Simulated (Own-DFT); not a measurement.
# One host, several defects: C11b WSi2

Calculated, not measured: single-point runs of Own-DFT, a retired in-house plane-wave DFT program that no person has reviewed, on unrelaxed cells, without spin or spin-orbit coupling.

All runs used: PBE; PseudoDojo norm-conserving scalar-relativistic files; cutoff 50 hartree; 5 x 5 x 5 k mesh centred on Gamma; cold (Marzari-Vanderbilt) smearing of 0.2 eV.

Known weak points: forces on such cells failed a check on a denser k mesh; stress not checked against mesh or cutoff.

All runs share one cell, with vectors in Å (-2.148, -5.953, 3.409); (-6.444, 2.976, 1.136); (-2.553, -2.948, -6.757) and a volume of 403.2 Å³. u is the rms random offset of the atoms per axis. The defect's site can differ from row to row.

```
cell,formula,u (Å),P (GPa)
no defect,Si20W10,0.0198,4.49
no defect,Si20W10,0.0465,5.87
no defect,Si20W10,0.0552,6.75
one W on a Si site,Si19W11,0.0341,9.85
one W on a Si site,Si19W11,0.0421,10.13
one W on a Si site,Si19W11,0.0471,10.81
one Si on a W site,Si21W9,0.0258,6.24
one Si on a W site,Si21W9,0.0482,7.56
one Si on a W site,Si21W9,0.0565,7.85
one Si vacancy,Si19W10,0.0271,?
one Si vacancy,Si19W10,0.0283,3.29
one Si vacancy,Si19W10,0.0493,4.10
one Si vacancy,Si19W10,0.0500,3.84
one W vacancy,Si20W9,0.0315,3.31
one W vacancy,Si20W9,0.0495,5.27
one W vacancy,Si20W9,0.0530,5.49
```

## Analysis

P = P0 + c u² + a shift for each defect gives P0 = 4.24 GPa, c = 781 ± 94 GPa/Å² and a scatter of 0.32 GPa. The shifts, and each times the cell's volume:

- one W on a Si site: 4.68 ± 0.26 GPa, 11.8 eV
- one Si on a W site: 1.37 ± 0.26 GPa, 3.4 eV
- one W vacancy: -1.18 ± 0.26 GPa, -3.0 eV
- one Si vacancy: -1.99 ± 0.26 GPa, -5.0 eV

Positive is outwards. The product with the volume (160.2 GPa Å³ to the eV) is nearly free of the cell's size; divided by the bulk modulus at the cell's pressure it gives the volume that the defect adds. The atoms around the defects weren't relaxed, which would change these numbers.

## Check

The question: what pressure belongs in the blank (one Si vacancy, u = 0.0271 Å)?

The fitted form gives 2.82 ± 0.38 GPa. DFT gave 2.97 GPa.
